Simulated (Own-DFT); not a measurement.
# Point defects and the pressure they add: zincblende InP

Calculated, not measured: single-point runs of Own-DFT, a retired in-house plane-wave DFT program that no person has reviewed, on unrelaxed cells, without spin or spin-orbit coupling.

Settings: PBE; PseudoDojo norm-conserving scalar-relativistic files; cutoff 36 hartree; 3 x 3 x 3 k mesh centred on Gamma; Fermi-Dirac smearing of 0.1 eV.

Keep in mind (not all hold for every row): not probed for a lower state with spin; forces on such cells moved up to 12 meV/angstrom on a denser k mesh; stress not checked against mesh or cutoff.

All runs share one cell, with vectors in Å (11.737, 0.000, 0.000); (0.000, 11.737, 0.000); (0.000, 0.000, 11.737) and a volume of 1617.0 Å³. The atoms are randomly displaced, by u rms on each axis. The defect's site can differ from row to row.

```
                                      cell  formula   u (Å)  P (GPa)
                                 no defect  In32P32  0.0193     3.20
                                 no defect  In32P32  0.0208     3.21
                                 no defect  In32P32  0.0488     3.61
one In on a P site and one P on an In site  In32P32  0.0299     3.62
one In on a P site and one P on an In site  In32P32  0.0327     3.63
one In on a P site and one P on an In site  In32P32  0.0479     3.93
                           two P vacancies  In32P30  0.0278        ?
                           two P vacancies  In32P30  0.0282     2.90
                           two P vacancies  In32P30  0.0284     2.87
                           two P vacancies  In32P30  0.0300     2.91
```

## Working it out

P = P0 + c u² + a shift for each defect gives P0 = 3.11 GPa, c = 214 ± 9 GPa/Å² and a scatter of 0.02 GPa. The shifts, and each times the cell's volume:

- one In on a P site and one P on an In site: 0.31 ± 0.02 GPa, 3.1 eV
- two P vacancies: -0.40 ± 0.01 GPa, -4.0 eV (-2.0 eV for each of its 2 sites)

Positive is outwards. The product with the volume (160.2 GPa Å³ to the eV) is nearly free of the cell's size; divided by the bulk modulus at the cell's pressure it gives the volume that the defect adds. The atoms around the defects weren't relaxed, which would change these numbers.

## Check

The question: what pressure belongs in the blank (two P vacancies, u = 0.0278 Å)?

From the fit: 2.88 ± 0.02 GPa. The calculation gave 2.92 GPa.
